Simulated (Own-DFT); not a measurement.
SiC (2H silicon carbide, atoms displaced), GaP (zincblende, strained, atoms displaced), SiC (4H silicon carbide, strained, atoms displaced), GaAs (zincblende with one plane slipped along a stacking-fault path, atoms displaced) (calculated)

Computed with Own-DFT development build. A calculation, not a measurement: plane-wave PBE density functional theory by an unreviewed code, no spin, of a simulated periodic cell, stress positive in tension, free energy of the whole cell less one offset for each atom, forces on such cells passed a denser k mesh, this cell's mesh not checked; offsets are fitted by least squares, one for each functional and potential file, so energies compare only between cells with the same atoms and settings and are not formation energies; the far tail of each file's local potential was reset to the Coulomb form; each entry is a single point on an unrelaxed cell, so the pressure reflects the starting lattice, mostly measured values (interpolated for alloys), from which strain is counted, and rises with the displacements; printed positions are rounded, which can move forces by about a meV/angstrom; the program, named Own-DFT, is a retired in-house code; no spin-orbit coupling.

Settings shared by all entries: functional PBE; potential files PseudoDojo norm-conserving, scalar-relativistic, standard set; wave cutoff 42 hartree; occupations Fermi-Dirac; smearing width 0.1 eV.

(1) SiC (2H silicon carbide, atoms displaced)

```cif
# cell vector a (Å): 9.2481 0.0000 0.0000
# cell vector b (Å): -4.6241 8.0091 0.0000
# cell vector c (Å): 0.0000 0.0000 10.0681
data_SiC
_symmetry_space_group_name_H-M 'P 1'
_symmetry_Int_Tables_number 1
_cell_length_a 9.2481
_cell_length_b 9.2481
_cell_length_c 10.0681
_cell_angle_alpha 90.000
_cell_angle_beta 90.000
_cell_angle_gamma 120.000
_cell_volume 745.73
loop_
_atom_site_label
_atom_site_type_symbol
_atom_site_fract_x
_atom_site_fract_y
_atom_site_fract_z
_atom_site_occupancy
Si1 Si 0.98741 0.99496 0.00064 1
Si2 Si 0.11185 0.22707 0.25811 1
C1 C 0.99365 0.00179 0.19027 1
C2 C 0.11735 0.22944 0.43223 1
Si3 Si 0.00906 0.00114 0.49459 1
Si4 Si 0.09820 0.21884 0.75106 1
C3 C 0.00616 0.01124 0.68765 1
C4 C 0.12455 0.23699 0.94384 1
Si5 Si 0.00582 0.34588 0.99670 1
Si6 Si 0.10185 0.56710 0.25115 1
C5 C 0.01132 0.33850 0.18877 1
C6 C 0.10107 0.54113 0.44307 1
Si7 Si 0.00627 0.34241 0.49644 1
Si8 Si 0.11735 0.56117 0.75445 1
C7 C 0.01658 0.34187 0.68561 1
C8 C 0.11410 0.55838 0.94162 1
Si9 Si 0.00124 0.67029 0.99859 1
Si10 Si 0.11546 0.89263 0.25215 1
C9 C 0.99861 0.67488 0.19328 1
C10 C 0.10581 0.87952 0.43735 1
Si11 Si 0.99394 0.66757 0.49123 1
Si12 Si 0.10382 0.88403 0.74506 1
C11 C 0.99814 0.67559 0.69238 1
C12 C 0.12119 0.88453 0.94629 1
Si13 Si 0.33070 0.99399 0.99657 1
Si14 Si 0.44482 0.23092 0.24475 1
C13 C 0.32962 0.99713 0.17972 1
C14 C 0.44310 0.22517 0.43715 1
Si15 Si 0.32884 0.99764 0.49890 1
Si16 Si 0.44643 0.21860 0.75736 1
C15 C 0.33363 0.00235 0.67204 1
C16 C 0.44463 0.21978 0.93971 1
Si17 Si 0.32641 0.32820 0.99125 1
Si18 Si 0.44439 0.55679 0.24501 1
C17 C 0.32817 0.33198 0.18217 1
C18 C 0.44338 0.55273 0.43003 1
Si19 Si 0.33120 0.33278 0.50093 1
Si20 Si 0.45176 0.56734 0.74241 1
C19 C 0.34670 0.32898 0.69420 1
C20 C 0.43926 0.56249 0.93715 1
Si21 Si 0.33866 0.66197 0.00094 1
Si22 Si 0.44464 0.88793 0.24280 1
C21 C 0.33700 0.65949 0.18069 1
C22 C 0.43510 0.87650 0.42683 1
Si23 Si 0.33094 0.66331 0.49983 1
Si24 Si 0.44640 0.88454 0.75315 1
C23 C 0.34174 0.67868 0.68525 1
C24 C 0.44827 0.89266 0.93548 1
Si25 Si 0.67518 0.98594 0.99789 1
Si26 Si 0.78240 0.23335 0.25078 1
C25 C 0.66642 0.99798 0.18385 1
C26 C 0.77094 0.22366 0.44080 1
Si27 Si 0.67083 0.00499 0.50580 1
Si28 Si 0.78238 0.22636 0.74947 1
C27 C 0.66029 0.99567 0.69298 1
C28 C 0.78325 0.22527 0.93467 1
Si29 Si 0.65657 0.33102 0.99413 1
Si30 Si 0.77222 0.55052 0.24490 1
C29 C 0.66353 0.33150 0.19069 1
C30 C 0.78093 0.55865 0.43567 1
Si31 Si 0.65028 0.32810 0.49939 1
Si32 Si 0.78233 0.56109 0.74599 1
C31 C 0.67297 0.33449 0.69289 1
C32 C 0.79007 0.57287 0.92307 1
Si33 Si 0.68235 0.67342 0.99825 1
Si34 Si 0.77380 0.87608 0.24780 1
C33 C 0.66681 0.67794 0.19043 1
C34 C 0.77188 0.88126 0.44504 1
Si35 Si 0.66225 0.65713 0.49284 1
Si36 Si 0.76623 0.88571 0.74338 1
C35 C 0.67205 0.66859 0.68623 1
C36 C 0.78350 0.87990 0.92880 1
```

Here we set hardware one NVIDIA H100 and k mesh 4 x 4 x 3 centred on Gamma.

Results for SiC (2H silicon carbide, atoms displaced): free energy of cell above offsets -4.281 eV; pressure 5.93 GPa; stress xx -4.92 GPa; stress yy -6.44 GPa; stress zz -6.43 GPa; stress yz -0.37 GPa; stress xz -1.07 GPa; stress xy -0.16 GPa; wall time 349 s.

Force:
| element | x (eV/Å) | y (eV/Å) | z (eV/Å) |
| --- | --- | --- | --- |
| Si | 3.515 | 2.076 | 0.503 |
| Si | 0.318 | -0.463 | -3.366 |
| C | 0.948 | -0.221 | 0.102 |
| C | -0.527 | -1.178 | 2.601 |
| Si | -2.253 | 0 | 0.864 |
| Si | 3.754 | 1.521 | 1.12 |
| C | -0.864 | -2.377 | -0.564 |
| C | -4.476 | -3.859 | -2.338 |
| Si | 0.369 | -2.006 | 1.414 |
| Si | 3.812 | -2.166 | -0.041 |
| C | -2.73 | 0.893 | -0.06 |
| C | -0.316 | 5.598 | -1.956 |
| Si | -0.745 | -4.513 | 1.508 |
| Si | -0.477 | 0.387 | -0.729 |
| C | -2.466 | 0.115 | -0.249 |
| C | -0.166 | 1.162 | -0.709 |
| Si | 0.864 | -0.556 | 0.562 |
| Si | -1.105 | 0.761 | -1.066 |
| C | -0.9 | -0.828 | -1.585 |
| C | 0.514 | 2.083 | -0.642 |
| Si | 1.501 | -1.401 | 2.596 |
| Si | 1.032 | 2.967 | 1.36 |
| C | 1.63 | -2.254 | -2.285 |
| C | -3.38 | 0.871 | -2.582 |
| Si | 1.49 | 1.225 | 0.751 |
| Si | -0.388 | -1.899 | 0.529 |
| C | 0.53 | 0.815 | 1.665 |
| C | -1.289 | -1.36 | -1.22 |
| Si | 1.252 | -0.233 | -2.535 |
| Si | 0.707 | -0.323 | -1.874 |
| C | 0.314 | -0.683 | 4.828 |
| C | -1.202 | -0.583 | -0.206 |
| Si | 2.854 | 2.706 | 1.822 |
| Si | -0.16 | -1.054 | -0.044 |
| C | 0.801 | 0.465 | 0.224 |
| C | -0.357 | -0.232 | 1.325 |
| Si | 0.865 | 0.34 | 0.757 |
| Si | 0.328 | -2.253 | 1.481 |
| C | -3.214 | 1.674 | -1.276 |
| C | 4.174 | -1.531 | -1.404 |
| Si | -2.507 | 1.905 | -0.146 |
| Si | 0.171 | -0.388 | -0.29 |
| C | -2.493 | 1.53 | 1.611 |
| C | 0.092 | 1.75 | 1.693 |
| Si | -0.04 | 0.271 | -1.033 |
| Si | -1.957 | 1.918 | -0.714 |
| C | -0.407 | -2.232 | -0.227 |
| C | 0.795 | -1.019 | 0.59 |
| Si | -2.457 | 2.357 | 0.045 |
| Si | 1.28 | -2.177 | -0.36 |
| C | 0.671 | 0.501 | 0.522 |
| C | 0.91 | 0.234 | -0.078 |
| Si | -0.839 | -1.606 | -1.602 |
| Si | 0.66 | -0.173 | -0.085 |
| C | 0.394 | 1.728 | -0.864 |
| C | -0.151 | -0.521 | 0.789 |
| Si | 2.812 | 1.036 | 0.57 |
| Si | -0.294 | 1.428 | 1.02 |
| C | -0.033 | 0.917 | -1.833 |
| C | -1.175 | -1.856 | -0.626 |
| Si | 2.755 | 1.34 | 1.074 |
| Si | -0.441 | -0.84 | -0.941 |
| C | -1.039 | 0.19 | -0.949 |
| C | -0.266 | -2.453 | 3.572 |
| Si | -2.553 | -1.852 | 0.112 |
| Si | -1.086 | 5.105 | 2.607 |
| C | 1.531 | -4.786 | -2.317 |
| C | 0.796 | 1.292 | -1.186 |
| Si | -0.371 | 1.352 | 1.189 |
| Si | 2.856 | 0.518 | -0.315 |
| C | -0.811 | -0.373 | -1.122 |
| C | -1.361 | 1.222 | 0.018 |

(2) GaP (zincblende, strained, atoms displaced)

```cif
# cell vector a (Å): 10.8620 0.0000 0.0000
# cell vector b (Å): 0.0000 10.8620 0.0000
# cell vector c (Å): 0.0000 0.0000 10.9439
data_GaP
_symmetry_space_group_name_H-M 'P 1'
_symmetry_Int_Tables_number 1
_cell_length_a 10.8620
_cell_length_b 10.8620
_cell_length_c 10.9439
_cell_angle_alpha 90.000
_cell_angle_beta 90.000
_cell_angle_gamma 90.000
_cell_volume 1291.19
loop_
_atom_site_label
_atom_site_type_symbol
_atom_site_fract_x
_atom_site_fract_y
_atom_site_fract_z
_atom_site_occupancy
Ga1 Ga 0.99754 0.00365 0.00086 1
Ga2 Ga 0.00220 0.25443 0.25094 1
Ga3 Ga 0.24477 0.99785 0.25003 1
Ga4 Ga 0.24447 0.24613 0.00030 1
P1 P 0.12616 0.13032 0.12581 1
P2 P 0.12258 0.37619 0.37065 1
P3 P 0.36917 0.12701 0.37913 1
P4 P 0.37548 0.37779 0.12315 1
Ga5 Ga 0.99403 0.00011 0.50139 1
Ga6 Ga 0.00281 0.25103 0.74740 1
Ga7 Ga 0.24913 0.99993 0.74534 1
Ga8 Ga 0.25493 0.25027 0.49960 1
P5 P 0.12338 0.12737 0.62842 1
P6 P 0.12775 0.37460 0.87500 1
P7 P 0.37501 0.12787 0.87445 1
P8 P 0.37581 0.37262 0.62014 1
Ga9 Ga 0.99938 0.49935 0.00103 1
Ga10 Ga 0.99438 0.74864 0.25040 1
Ga11 Ga 0.24334 0.49648 0.25055 1
Ga12 Ga 0.25093 0.74911 0.99657 1
P9 P 0.12538 0.62368 0.12286 1
P10 P 0.12262 0.87857 0.37118 1
P11 P 0.37554 0.62312 0.37397 1
P12 P 0.38058 0.87469 0.12545 1
Ga13 Ga 0.00062 0.50062 0.50255 1
Ga14 Ga 0.99959 0.75091 0.75021 1
Ga15 Ga 0.24777 0.50280 0.74927 1
Ga16 Ga 0.24839 0.74680 0.50026 1
P13 P 0.12543 0.62333 0.62720 1
P14 P 0.13420 0.87674 0.87112 1
P15 P 0.37287 0.62485 0.87735 1
P16 P 0.37516 0.87778 0.62785 1
Ga17 Ga 0.49657 0.99780 0.00323 1
Ga18 Ga 0.49926 0.24827 0.25379 1
Ga19 Ga 0.75049 0.99901 0.24478 1
Ga20 Ga 0.74948 0.24559 0.00330 1
P17 P 0.62282 0.12613 0.12170 1
P18 P 0.62539 0.37911 0.37596 1
P19 P 0.87508 0.12681 0.37641 1
P20 P 0.87882 0.37305 0.12441 1
Ga21 Ga 0.50042 0.99883 0.49318 1
Ga22 Ga 0.49581 0.25196 0.75286 1
Ga23 Ga 0.74926 0.99569 0.74887 1
Ga24 Ga 0.74811 0.24791 0.49672 1
P21 P 0.62718 0.12820 0.62279 1
P22 P 0.62228 0.38005 0.88235 1
P23 P 0.87552 0.12415 0.87578 1
P24 P 0.87810 0.37063 0.62497 1
Ga25 Ga 0.50072 0.50441 0.99974 1
Ga26 Ga 0.50566 0.75108 0.24837 1
Ga27 Ga 0.74669 0.50132 0.25009 1
Ga28 Ga 0.74274 0.74939 0.99952 1
P25 P 0.62444 0.62887 0.12546 1
P26 P 0.62687 0.87765 0.38022 1
P27 P 0.87920 0.63124 0.38020 1
P28 P 0.87703 0.87428 0.12285 1
Ga29 Ga 0.49599 0.49778 0.50342 1
Ga30 Ga 0.49958 0.74772 0.74963 1
Ga31 Ga 0.75051 0.49902 0.74962 1
Ga32 Ga 0.74954 0.75171 0.49742 1
P29 P 0.62305 0.62432 0.62526 1
P30 P 0.62252 0.87401 0.87414 1
P31 P 0.87405 0.62494 0.88015 1
P32 P 0.87513 0.87418 0.62937 1
```

Settings of this run: hardware one NVIDIA H100 and k mesh 3 x 3 x 3 centred on Gamma.

Results for GaP (zincblende, strained, atoms displaced): free energy of cell above offsets -34.892 eV; pressure 3.18 GPa; stress xx -3.34 GPa; stress yy -3.4 GPa; stress zz -2.81 GPa; stress yz 0.61 GPa; stress xz 0.59 GPa; stress xy 0.25 GPa; wall time 509.9 s.

Force:
| element | x (eV/Å) | y (eV/Å) | z (eV/Å) |
| --- | --- | --- | --- |
| Ga | 0.755 | -0.322 | -0.174 |
| Ga | -0.405 | -0.585 | -0.015 |
| Ga | 0.694 | 0.401 | -0.334 |
| Ga | 0.979 | 0.696 | -0.199 |
| P | -0.516 | -0.814 | 0.258 |
| P | 0.24 | -0.127 | 1.235 |
| P | 0.618 | -0.747 | -0.942 |
| P | -0.191 | -0.433 | 0.245 |
| Ga | 0.549 | 0.125 | 0.064 |
| Ga | -0.199 | 0.014 | 0.781 |
| Ga | 0.397 | 0.589 | 0.3 |
| Ga | -1.274 | 0.221 | 0.187 |
| P | 0.264 | -0.314 | -0.924 |
| P | -0.426 | 0.157 | -0.086 |
| P | -0.347 | -0.649 | 0.182 |
| P | -0.365 | 0.373 | 1.039 |
| Ga | 0.245 | -0.076 | -0.239 |
| Ga | 0.841 | 0.222 | -0.386 |
| Ga | 0.887 | 0.477 | -0.419 |
| Ga | -0.017 | 0.257 | 0.583 |
| P | -0.213 | 0.423 | 0.264 |
| P | -0.314 | -0.691 | 0.739 |
| P | -0.137 | 0.141 | -0.15 |
| P | -1.017 | -0.226 | 0.338 |
| Ga | 0.014 | -0.216 | -0.088 |
| Ga | 0.241 | -0.191 | 0.54 |
| Ga | 0.535 | -0.578 | 0.117 |
| Ga | 0.246 | 0.528 | -0.169 |
| P | -0.311 | 0.352 | -0.229 |
| P | -1.197 | -0.014 | 0.559 |
| P | 0.353 | -0.102 | -0.559 |
| P | 0.199 | -0.458 | -0.785 |
| Ga | 0.303 | 0.485 | -0.767 |
| Ga | -0.156 | 0.391 | -0.293 |
| Ga | 0.041 | 0.268 | 0.351 |
| Ga | 0.193 | 0.598 | -0.436 |
| P | -0.139 | -0.373 | 0.702 |
| P | -0.204 | -0.375 | 0.04 |
| P | -0.049 | -0.171 | -0.673 |
| P | -0.747 | 0.254 | 0.213 |
| Ga | -0.373 | 0.527 | 1.048 |
| Ga | 0.715 | 0.136 | -0.15 |
| Ga | -0.139 | 0.629 | 0.222 |
| Ga | 0.24 | 0.494 | 0.156 |
| P | -0.567 | -0.45 | 0.421 |
| P | 0.537 | -0.668 | -0.772 |
| P | -0.259 | 0.198 | -0.461 |
| P | -0.585 | 0.436 | -0.22 |
| Ga | -0.398 | -0.022 | 0.421 |
| Ga | -0.439 | 0.092 | 0.761 |
| Ga | 0.781 | 0.129 | -0.005 |
| Ga | 0.73 | 0.338 | -0.095 |
| P | 0.112 | -0.525 | 0.047 |
| P | 0.14 | -0.216 | -1.15 |
| P | -0.687 | -0.938 | -0.35 |
| P | -0.462 | -0.141 | -0.134 |
| Ga | 0.418 | 0.454 | -0.474 |
| Ga | -0.242 | 0.138 | 0.103 |
| Ga | 0.071 | -0.071 | 0.182 |
| Ga | 0.023 | -0.119 | 0.809 |
| P | 0.299 | -0.032 | -0.196 |
| P | -0.132 | 0.186 | 0.067 |
| P | -0.025 | 0.112 | -0.544 |
| P | -0.126 | -0.192 | -0.553 |

(3) SiC (4H silicon carbide, strained, atoms displaced)

```cif
# cell vector a (Å): 9.2634 -0.0695 0.0687
# cell vector b (Å): -4.6918 8.1814 -0.0970
# cell vector c (Å): 0.0748 -0.0788 10.1175
data_SiC
_symmetry_space_group_name_H-M 'P 1'
_symmetry_Int_Tables_number 1
_cell_length_a 9.2639
_cell_length_b 9.4317
_cell_length_c 10.1181
_cell_angle_alpha 91.187
_cell_angle_beta 89.148
_cell_angle_gamma 120.265
_cell_volume 763.39
loop_
_atom_site_label
_atom_site_type_symbol
_atom_site_fract_x
_atom_site_fract_y
_atom_site_fract_z
_atom_site_occupancy
Si1 Si 0.00041 0.99990 0.40931 1
Si2 Si 0.10631 0.21814 0.16231 1
C1 C 0.00374 0.00788 0.08991 1
C2 C 0.12719 0.23885 0.34155 1
Si3 Si 0.99787 0.33381 0.40754 1
Si4 Si 0.09360 0.54798 0.15020 1
C3 C 0.99080 0.31970 0.09837 1
C4 C 0.11193 0.55026 0.34258 1
Si5 Si 0.00240 0.66966 0.40950 1
Si6 Si 0.11421 0.89440 0.14860 1
C5 C 0.99851 0.67110 0.10028 1
C6 C 0.09591 0.87633 0.34957 1
Si7 Si 0.32477 0.98336 0.41015 1
Si8 Si 0.44617 0.21980 0.15598 1
C7 C 0.33014 0.99605 0.08802 1
C8 C 0.42995 0.21334 0.33672 1
Si9 Si 0.32922 0.33327 0.40748 1
Si10 Si 0.44605 0.55244 0.15667 1
C9 C 0.33114 0.34194 0.09537 1
C10 C 0.44869 0.56141 0.34770 1
Si11 Si 0.32683 0.66478 0.39637 1
Si12 Si 0.44683 0.90155 0.16123 1
C11 C 0.33545 0.66963 0.09107 1
C12 C 0.44264 0.88092 0.33279 1
Si13 Si 0.66003 0.98870 0.40539 1
Si14 Si 0.77557 0.22824 0.15924 1
C13 C 0.67489 0.99685 0.08817 1
C14 C 0.78003 0.22042 0.34184 1
Si15 Si 0.66899 0.34281 0.39686 1
Si16 Si 0.76882 0.54627 0.15482 1
C15 C 0.66794 0.33714 0.09456 1
C16 C 0.78467 0.55324 0.34032 1
Si17 Si 0.67277 0.66050 0.40383 1
Si18 Si 0.76678 0.88209 0.14562 1
C17 C 0.67335 0.66388 0.10358 1
C18 C 0.78147 0.89827 0.34263 1
Si19 Si 0.00011 0.00426 0.90312 1
Si20 Si 0.89236 0.77460 0.65205 1
C19 C 0.98599 0.99023 0.59721 1
C20 C 0.89206 0.77501 0.83682 1
Si21 Si 0.00471 0.67205 0.90918 1
Si22 Si 0.88268 0.44394 0.66016 1
C21 C 0.98927 0.67402 0.59872 1
C22 C 0.88252 0.44106 0.84296 1
Si23 Si 0.99718 0.33370 0.90520 1
Si24 Si 0.88822 0.10883 0.65463 1
C23 C 0.99559 0.32033 0.59540 1
C24 C 0.89739 0.10511 0.83945 1
Si25 Si 0.66099 0.00929 0.91311 1
Si26 Si 0.54952 0.77877 0.66073 1
C25 C 0.65920 0.00188 0.59014 1
C26 C 0.56129 0.77204 0.84756 1
Si27 Si 0.67210 0.66130 0.90399 1
Si28 Si 0.55362 0.45155 0.65993 1
C27 C 0.64956 0.66233 0.58964 1
C28 C 0.55209 0.44269 0.84451 1
Si29 Si 0.66609 0.33483 0.90462 1
Si30 Si 0.55419 0.11448 0.65601 1
C29 C 0.66949 0.33982 0.58896 1
C30 C 0.55158 0.11081 0.84872 1
Si31 Si 0.33245 0.00356 0.90385 1
Si32 Si 0.22468 0.78577 0.65297 1
C31 C 0.33053 0.99714 0.58952 1
C32 C 0.21557 0.76920 0.84088 1
Si33 Si 0.33078 0.66301 0.90034 1
Si34 Si 0.22217 0.44753 0.65413 1
C33 C 0.33291 0.66664 0.58781 1
C34 C 0.22444 0.44363 0.84020 1
Si35 Si 0.32710 0.33312 0.90978 1
Si36 Si 0.22541 0.11806 0.65543 1
C35 C 0.32211 0.33223 0.59327 1
C36 C 0.21698 0.10598 0.83893 1
```

It was run with hardware one NVIDIA H100 and k mesh 4 x 4 x 3 centred on Gamma.

It finds free energy of cell above offsets -6.239 eV; pressure -0.15 GPa; stress xx -1.88 GPa; stress yy 4.71 GPa; stress zz -2.38 GPa; stress yz -2.03 GPa; stress xz 2.01 GPa; stress xy -1.9 GPa; wall time 357 s.

Force:
| element | x (eV/Å) | y (eV/Å) | z (eV/Å) |
| --- | --- | --- | --- |
| Si | -0.592 | 0.679 | -0.285 |
| Si | 0.441 | 1.13 | -1.09 |
| C | 0.006 | -1.559 | 0.229 |
| C | -2.72 | -2.954 | 0.901 |
| Si | 0.676 | -0.313 | -0.038 |
| Si | 2.857 | 0.726 | 0.889 |
| C | -0.254 | 2.002 | -1.48 |
| C | -2.005 | 0.311 | 0.022 |
| Si | 0.203 | -1.783 | -0.085 |
| Si | -1.315 | -0.744 | 1.869 |
| C | -0.335 | -0.808 | -1.703 |
| C | 1.443 | 2.121 | -1.447 |
| Si | -0.452 | 1.689 | -2.158 |
| Si | -1.948 | 0.258 | -0.773 |
| C | 0.532 | 1.498 | 0.569 |
| C | 1.491 | 0.238 | 1.868 |
| Si | 1.859 | 1.43 | -0.122 |
| Si | -1.325 | 1.521 | 0.52 |
| C | 0.949 | -2.201 | -0.502 |
| C | 0.385 | -1.181 | -0.902 |
| Si | 1.866 | -0.132 | 0.96 |
| Si | 1.022 | -2.449 | -3.797 |
| C | -0.687 | -0.317 | 0.223 |
| C | -0.922 | 0.722 | 3.344 |
| Si | -0.251 | 1.753 | -0.169 |
| Si | 1.048 | -1.752 | -0.334 |
| C | -3.288 | 1.573 | 1.616 |
| C | -1.38 | -0.279 | 0.626 |
| Si | 0.13 | -2.662 | 1.381 |
| Si | 1.248 | 2.33 | 0.78 |
| C | -0.041 | -1.471 | -0.835 |
| C | -0.821 | 0.323 | 0.14 |
| Si | -1.803 | 1.484 | 0.124 |
| Si | 2.532 | 0.994 | 2.351 |
| C | -1.275 | -0.408 | -2.4 |
| C | 0.723 | -1.81 | -0.67 |
| Si | 0.803 | -1.687 | 0.176 |
| Si | -4.952 | 1.498 | 1.423 |
| C | 1.755 | 1.213 | -1.033 |
| C | -0.105 | 0.391 | 1.729 |
| Si | -1.111 | -1.019 | -0.342 |
| Si | 0.981 | 0.164 | -1.291 |
| C | 5.109 | -2.891 | -2.1 |
| C | 0.88 | 0.63 | 1.024 |
| Si | 0.777 | -0.983 | -0.07 |
| Si | -0.865 | -0.869 | 0.277 |
| C | -0.919 | 2.494 | -0.362 |
| C | -3.484 | 1.725 | 0.511 |
| Si | 2.745 | -1.979 | -2.302 |
| Si | 0.743 | 0.307 | -0.847 |
| C | 0.652 | -0.519 | 1.07 |
| C | -1.442 | 1.15 | -0.294 |
| Si | -0.589 | 0.782 | 0.678 |
| Si | 0.012 | -0.932 | -1.414 |
| C | 2.259 | 0.68 | 0.665 |
| C | 0.283 | -0.386 | 0.488 |
| Si | -0.755 | -0.157 | 0.249 |
| Si | 0.27 | 0.352 | -0.647 |
| C | -1.254 | -0.622 | 0.461 |
| C | 0.123 | 0.811 | -1.051 |
| Si | -0.579 | -1.46 | -0.316 |
| Si | -0.337 | -1.977 | 0.513 |
| C | -0.037 | 1.193 | 1.326 |
| C | 1.169 | 1.795 | -0.106 |
| Si | 0.741 | 0.497 | 1.375 |
| Si | -0.812 | -0.346 | -0.117 |
| C | -1.392 | 0.355 | 0.335 |
| C | -0.971 | 0.021 | 0.475 |
| Si | 0.497 | -0.16 | -0.532 |
| Si | -1.118 | -1.306 | -0.646 |
| C | 1.923 | 0.04 | 0.105 |
| C | 1.004 | 1.235 | 0.965 |

(4) GaAs (zincblende with one plane slipped along a stacking-fault path, atoms displaced)

```cif
# cell vector a (Å): 5.6533 -5.6533 0.0000
# cell vector b (Å): 0.0000 5.6533 -5.6533
# cell vector c (Å): 12.0604 12.0604 9.7991
data_GaAs
_symmetry_space_group_name_H-M 'P 1'
_symmetry_Int_Tables_number 1
_cell_length_a 7.9950
_cell_length_b 7.9950
_cell_length_c 19.6705
_cell_angle_alpha 85.337
_cell_angle_beta 90.000
_cell_angle_gamma 120.000
_cell_volume 1084.07
loop_
_atom_site_label
_atom_site_type_symbol
_atom_site_fract_x
_atom_site_fract_y
_atom_site_fract_z
_atom_site_occupancy
Ga1 Ga 0.99834 0.00317 0.00012 1
As1 As 0.98235 0.96537 0.12097 1
Ga2 Ga 0.14768 0.28928 0.16531 1
As2 As 0.12913 0.26184 0.29130 1
Ga3 Ga 0.27977 0.07322 0.33748 1
As3 As 0.26552 0.04422 0.45755 1
Ga4 Ga 0.06559 0.13560 0.50150 1
As4 As 0.04520 0.09503 0.62617 1
Ga5 Ga 0.21385 0.42108 0.66743 1
As5 As 0.19072 0.38331 0.79064 1
Ga6 Ga 0.35795 0.20759 0.83214 1
As6 As 0.34047 0.18798 0.95796 1
Ga7 Ga 0.00036 0.49742 0.99891 1
As7 As 0.98728 0.47615 0.12376 1
Ga8 Ga 0.14064 0.78567 0.16816 1
As8 As 0.12742 0.76064 0.29100 1
Ga9 Ga 0.28969 0.57456 0.33385 1
As9 As 0.28042 0.54615 0.45680 1
Ga10 Ga 0.07018 0.63045 0.50072 1
As10 As 0.05227 0.59985 0.62704 1
Ga11 Ga 0.21303 0.91985 0.66840 1
As11 As 0.19773 0.88866 0.79228 1
Ga12 Ga 0.35491 0.70731 0.83278 1
As12 As 0.34582 0.67906 0.95747 1
Ga13 Ga 0.50344 0.99406 0.99776 1
As13 As 0.48074 0.97068 0.12818 1
Ga14 Ga 0.64448 0.28631 0.16637 1
As14 As 0.62968 0.25693 0.29162 1
Ga15 Ga 0.78409 0.08017 0.33408 1
As15 As 0.77182 0.03930 0.45750 1
Ga16 Ga 0.56741 0.13198 0.50145 1
As16 As 0.55277 0.10087 0.62221 1
Ga17 Ga 0.71462 0.42841 0.66622 1
As17 As 0.70356 0.38845 0.79102 1
Ga18 Ga 0.85611 0.21031 0.83678 1
As18 As 0.84014 0.17565 0.95797 1
Ga19 Ga 0.50183 0.49668 0.00078 1
As19 As 0.48245 0.47395 0.12410 1
Ga20 Ga 0.64725 0.78895 0.16854 1
As20 As 0.63121 0.75915 0.29164 1
Ga21 Ga 0.78677 0.57331 0.33550 1
As21 As 0.77774 0.54362 0.45729 1
Ga22 Ga 0.56717 0.62980 0.49749 1
As22 As 0.54713 0.59745 0.62476 1
Ga23 Ga 0.70611 0.92185 0.66516 1
As23 As 0.68580 0.87588 0.79243 1
Ga24 Ga 0.85251 0.70220 0.83536 1
As24 As 0.83601 0.67501 0.95736 1
```

It was run with k mesh 4 x 4 x 2 centred on Gamma.

Results for GaAs (zincblende with one plane slipped along a stacking-fault path, atoms displaced): free energy of cell above offsets -16.681 eV; pressure 4.42 GPa; stress xx -5.51 GPa; stress yy -5.3 GPa; stress zz -2.44 GPa; stress yz -0.36 GPa; stress xz -0.24 GPa; stress xy -0.19 GPa.

Force:
| element | x (eV/Å) | y (eV/Å) | z (eV/Å) |
| --- | --- | --- | --- |
| Ga | -0.13 | -0.842 | -0.063 |
| As | 0.634 | 0.604 | 0.418 |
| Ga | -0.308 | 0.287 | 0.043 |
| As | -0.366 | -0.315 | 0.482 |
| Ga | -0.229 | -0.593 | -1.01 |
| As | -0.116 | -1.391 | 1.558 |
| Ga | 1.311 | 1.422 | -1.036 |
| As | 0.305 | -0.071 | -0.122 |
| Ga | -0.361 | 0.003 | 0.155 |
| As | 0.36 | 0.076 | 0.158 |
| Ga | 0.281 | 0.274 | -0.336 |
| As | -0.217 | -0.814 | 0.815 |
| Ga | 0.215 | 0.113 | -0.32 |
| As | -0.221 | -0.371 | 0.726 |
| Ga | 0.02 | 0.126 | -0.559 |
| As | 0.169 | -0.012 | 0.638 |
| Ga | -0.175 | 0.115 | -0.781 |
| As | -2.115 | -0.615 | 1.302 |
| Ga | 1.56 | 1.322 | -1.023 |
| As | -0.129 | -0.304 | -0.209 |
| Ga | -0.071 | -0.009 | -0.367 |
| As | -0.243 | 0.134 | 0.337 |
| Ga | -0.186 | 0.055 | 0.259 |
| As | -0.464 | 0.008 | 0.415 |
| Ga | 0.121 | 1.164 | -0.115 |
| As | -0.424 | -1.004 | 0.088 |
| Ga | 0.174 | 0.431 | -0.604 |
| As | -0.533 | 0.44 | 0.176 |
| Ga | 0.203 | -0.472 | -0.218 |
| As | -1.384 | -0.922 | 1.201 |
| Ga | 0.377 | 0.871 | -1.413 |
| As | 0.357 | 0.927 | 0.238 |
| Ga | -0.123 | -0.178 | 0.315 |
| As | -0.453 | 0.227 | 0.225 |
| Ga | -0.617 | -0.861 | 0.051 |
| As | 0.17 | 0.435 | 0.019 |
| Ga | 0.103 | 0.299 | -0.391 |
| As | 0.409 | -0.383 | 0.443 |
| Ga | -0.26 | 0.151 | -0.479 |
| As | 0.141 | 0.052 | 0.375 |
| Ga | -0.2 | -0.301 | -0.625 |
| As | -1.181 | -1.01 | 1.48 |
| Ga | 2.322 | 1.21 | -0.929 |
| As | -0.012 | -0.2 | -0.334 |
| Ga | 0.331 | 0.067 | 0.397 |
| As | 0.478 | -0.146 | -0.808 |
| Ga | -0.118 | -0.144 | -0.595 |
| As | 0.598 | 0.147 | 0.024 |
